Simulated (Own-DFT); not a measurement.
## Calculated data, AlGa3N4 (wurtzite random alloy, atoms displaced)

Computed with Own-DFT development build. A calculation, not a measurement: plane-wave density functional theory by an unreviewed code, no spin, of a simulated periodic cell, stress positive in tension, run twice, with PBE and with PBEsol, both on files made for PBE, so the change isn't that of files made for PBEsol, forces on such cells passed a denser k mesh, this cell's mesh not checked; the far tail of each file's local potential was reset to the Coulomb form; each entry is a single point on an unrelaxed cell, so the pressure reflects the starting lattice, mostly measured values (interpolated for alloys), from which strain is counted, and rises with the displacements; printed positions are rounded, which can move forces by about a meV/angstrom; the program, named Own-DFT, is a retired in-house code; no spin-orbit coupling; stress was not checked against mesh or cutoff.

```cif
# cell vector a (Å): 9.5092 0.0000 0.0000
# cell vector b (Å): -4.7546 8.2353 0.0000
# cell vector c (Å): 0.0000 0.0000 10.2685
data_AlGa3N4
_symmetry_space_group_name_H-M 'P 1'
_symmetry_Int_Tables_number 1
_cell_length_a 9.5092
_cell_length_b 9.5093
_cell_length_c 10.2685
_cell_angle_alpha 90.000
_cell_angle_beta 90.000
_cell_angle_gamma 120.000
_cell_volume 804.14
loop_
_atom_site_label
_atom_site_type_symbol
_atom_site_fract_x
_atom_site_fract_y
_atom_site_fract_z
_atom_site_occupancy
Ga1 Ga 0.08952 0.20143 0.98559 1
Ga2 Ga 0.22224 0.09673 0.25664 1
N1 N 0.10591 0.22600 0.18590 1
N2 N 0.20694 0.10330 0.43781 1
Al1 Al 0.10873 0.22934 0.49199 1
Ga3 Ga 0.22194 0.11811 0.75372 1
N3 N 0.10015 0.22056 0.67927 1
N4 N 0.22921 0.11233 0.92252 1
Ga4 Ga 0.10052 0.54909 0.99705 1
Al2 Al 0.23585 0.45463 0.24205 1
N5 N 0.09483 0.56242 0.18640 1
N6 N 0.22412 0.44205 0.43097 1
Ga5 Ga 0.13068 0.55035 0.50754 1
Ga6 Ga 0.23450 0.45312 0.75270 1
N7 N 0.11509 0.55342 0.69602 1
N8 N 0.22350 0.43924 0.93711 1
Ga7 Ga 0.11199 0.89107 0.00711 1
Ga8 Ga 0.21432 0.77607 0.24739 1
N9 N 0.14220 0.89454 0.19346 1
N10 N 0.23351 0.78865 0.44321 1
Al3 Al 0.13196 0.89234 0.50886 1
Ga9 Ga 0.22030 0.78320 0.74896 1
N11 N 0.10827 0.87697 0.68084 1
N12 N 0.23732 0.77442 0.94797 1
Ga10 Ga 0.42255 0.20697 0.00731 1
Ga11 Ga 0.56906 0.11675 0.24671 1
N13 N 0.45493 0.21303 0.19008 1
N14 N 0.55917 0.11169 0.43296 1
Al4 Al 0.45307 0.21676 0.50820 1
Ga12 Ga 0.55903 0.10380 0.75050 1
N15 N 0.43776 0.21675 0.69057 1
N16 N 0.54074 0.09836 0.94432 1
Ga13 Ga 0.45438 0.55589 0.00520 1
Ga14 Ga 0.56882 0.45197 0.24488 1
N17 N 0.43118 0.53545 0.20209 1
N18 N 0.55043 0.45266 0.44215 1
Ga15 Ga 0.43786 0.55850 0.51847 1
Al5 Al 0.55082 0.43428 0.74976 1
N19 N 0.42608 0.56065 0.70428 1
N20 N 0.54593 0.43974 0.93994 1
Ga16 Ga 0.44975 0.89178 0.99655 1
Al6 Al 0.55318 0.76362 0.24645 1
N21 N 0.43939 0.87101 0.16775 1
N22 N 0.55443 0.78794 0.44667 1
Al7 Al 0.43599 0.87282 0.50298 1
Ga17 Ga 0.56519 0.79275 0.75739 1
N23 N 0.45874 0.90345 0.68843 1
N24 N 0.56326 0.78460 0.92612 1
Ga18 Ga 0.77704 0.21875 0.99327 1
Ga19 Ga 0.88720 0.09862 0.25544 1
N25 N 0.76809 0.22227 0.19126 1
N26 N 0.88405 0.10768 0.43057 1
Ga20 Ga 0.77170 0.22967 0.50300 1
Ga21 Ga 0.89257 0.09814 0.76464 1
N27 N 0.75908 0.21911 0.68769 1
N28 N 0.89529 0.11437 0.93858 1
Ga22 Ga 0.77361 0.54814 0.98966 1
Al8 Al 0.89193 0.43883 0.25700 1
N29 N 0.77697 0.55773 0.18100 1
N30 N 0.87679 0.42925 0.43093 1
Ga23 Ga 0.78462 0.56751 0.50688 1
Al9 Al 0.90014 0.44694 0.75747 1
N31 N 0.79013 0.57362 0.68957 1
N32 N 0.88194 0.42399 0.93400 1
Ga24 Ga 0.76772 0.88645 0.99780 1
Ga25 Ga 0.88933 0.77496 0.26391 1
N33 N 0.76473 0.88634 0.19048 1
N34 N 0.89210 0.77850 0.43202 1
Ga26 Ga 0.77655 0.90089 0.49555 1
Ga27 Ga 0.88668 0.77440 0.76096 1
N35 N 0.78079 0.88322 0.69591 1
N36 N 0.87849 0.77394 0.94239 1
_calc_functional 'PBE, then PBEsol'
_calc_potential_files 'PseudoDojo norm-conserving, scalar-relativistic, standard set'
_calc_wave_cutoff 42  # hartree
_calc_occupations 'Fermi-Dirac'
_calc_smearing_width 0.1  # eV
_calc_k_mesh '4 x 4 x 3 centred on Gamma'
_calc_PBE_pressure 11.56  # GPa
_calc_PBE_stress_xx -11.32  # GPa
_calc_PBE_stress_yy -9.47  # GPa
_calc_PBE_stress_zz -13.87  # GPa
_calc_PBE_stress_yz 0.82  # GPa
_calc_PBE_stress_xz 0.63  # GPa
_calc_PBE_stress_xy -2.85  # GPa
_calc_PBEsol_pressure 6.63  # GPa
_calc_PBEsol_stress_xx -6.44  # GPa
_calc_PBEsol_stress_yy -4.58  # GPa
_calc_PBEsol_stress_zz -8.87  # GPa
_calc_PBEsol_stress_yz 0.81  # GPa
_calc_PBEsol_stress_xz 0.64  # GPa
_calc_PBEsol_stress_xy -2.8  # GPa
_calc_rms_change_of_force_components_from_PBE_to_PBEsol 0.085  # eV/angstrom
```

Force:
```csv
force element,PBE force x (eV/Å),PBE force y (eV/Å),PBE force z (eV/Å),PBEsol force x (eV/Å),PBEsol force y (eV/Å),PBEsol force z (eV/Å)
Ga,5.857,4.716,3.816,5.716,4.621,3.729
Ga,-0.416,3.568,-0.11,-0.389,3.451,-0.093
N,1.147,-0.377,-0.292,1.098,-0.514,-0.315
N,1.409,0.714,2.006,1.416,0.712,1.813
Al,0.349,-1.911,0.154,0.337,-1.901,0.147
Ga,-0.459,-0.935,-4.783,-0.422,-0.911,-4.645
N,0.831,0.46,0.353,0.826,0.429,0.527
N,-2.413,-1.814,4.153,-2.367,-1.77,4.078
Ga,1.682,0.375,0.602,1.648,0.384,0.605
Al,-5.252,-3.173,0.991,-5.313,-3.158,0.981
N,2.227,-1.891,0.443,2.25,-1.692,0.331
N,0.406,-0.168,-0.224,0.383,0.023,-0.097
Ga,-3.226,0.807,-0.603,-3.125,0.79,-0.576
Ga,-5.004,-4.235,2.146,-4.905,-4.104,2.109
N,-1.151,0.19,-0.52,-0.963,0.269,-0.581
N,-0.359,-0.166,1.404,-0.361,-0.16,1.346
Ga,0.873,-0.934,-0.819,0.88,-0.909,-0.789
Ga,5.631,-2.215,1.649,5.484,-2.157,1.571
N,-6.506,1.147,-2.751,-6.361,1.138,-2.695
N,-0.366,-1.971,-0.402,-0.376,-2.105,-0.531
Al,-2.71,0.316,-2.1,-2.729,0.303,-2.133
Ga,2.016,-0.428,1.449,1.969,-0.424,1.422
N,-1.238,1.564,1.792,-1.2,1.504,1.989
N,-3.859,-0.788,-2.393,-3.779,-0.77,-2.348
Ga,2.601,1.594,0.203,2.558,1.55,0.193
Ga,-1.757,-3.559,0.987,-1.718,-3.436,0.961
N,-2.977,1.428,-0.024,-2.909,1.381,-0.046
N,-1.552,-1.347,1.533,-1.378,-1.272,1.407
Al,-1.505,0.795,-1.894,-1.507,0.796,-1.907
Ga,-2.583,1.645,2.048,-2.518,1.582,1.994
N,0.729,1.225,-0.529,0.689,1.045,-0.404
N,0.936,3.145,-1.667,0.936,3.055,-1.642
Ga,-2.346,0.199,-0.341,-2.277,0.156,-0.354
Ga,-0.654,-2.281,1.747,-0.653,-2.209,1.695
N,3.375,3.848,-2.521,3.6,3.772,-2.6
N,1.181,-1.152,0.928,1.16,-1.022,0.885
Ga,1.31,0.157,-1.801,1.276,0.162,-1.775
Al,-0.207,1.226,0.093,-0.213,1.252,0.084
N,7.429,2.613,-2.529,7.18,2.585,-2.532
N,1.534,-0.884,-1.359,1.49,-0.837,-1.183
Ga,0.795,-1.385,-0.665,0.751,-1.355,-0.635
Al,-2.088,0.908,0.899,-2.066,0.877,0.92
N,1.2,-0.224,5.556,1.073,-0.159,5.364
N,0.739,-1.977,-1.737,0.917,-2.011,-1.651
Al,0.52,3.555,0.261,0.525,3.554,0.285
Ga,-0.546,-1.157,-3.811,-0.54,-1.131,-3.704
N,-1.195,-3.718,-1.56,-1.155,-3.612,-1.364
N,-0.53,-1.333,4.379,-0.511,-1.277,4.29
Ga,-1.657,-1.885,2.436,-1.615,-1.83,2.39
Ga,-0.871,1.927,-2.295,-0.861,1.865,-2.235
N,4.389,1.939,-1.947,4.26,1.738,-1.947
N,0.476,2.16,2.663,0.366,2.016,2.546
Ga,0.931,-2.149,0.017,0.891,-2.111,-0.006
Ga,-1.25,1.087,-4.389,-1.204,1.045,-4.273
N,3.728,2.659,0.716,3.602,2.485,0.652
N,-4.709,-3.2,0.225,-4.597,-3.138,0.191
Ga,-0.007,-0.459,1.305,-0.033,-0.434,1.317
Al,-1.334,-0.203,-1.895,-1.36,-0.195,-1.918
N,1.937,0.343,0.364,1.791,0.369,0.341
N,0.65,3.445,1.434,0.613,3.323,1.626
Ga,-0.186,-1.29,-1.434,-0.198,-1.235,-1.403
Al,-1.305,-0.961,-2.413,-1.311,-0.946,-2.429
N,-0.171,-4.225,1.392,-0.168,-4.005,1.292
N,-0.743,2.987,-0.646,-0.722,2.908,-0.437
Ga,0.982,0.256,1.58,0.964,0.244,1.534
Ga,-0.008,-0.066,-4.761,-0.031,-0.086,-4.631
N,1.417,-1.244,-0.583,1.535,-1.092,-0.628
N,0.609,1.16,4.395,0.517,1.072,4.244
Ga,1.194,-1.561,1.434,1.15,-1.527,1.383
Ga,0.745,1.598,-1.286,0.714,1.552,-1.271
N,-0.311,0.789,-1.382,-0.318,0.791,-1.32
N,1.618,0.718,0.916,1.582,0.693,0.86
```
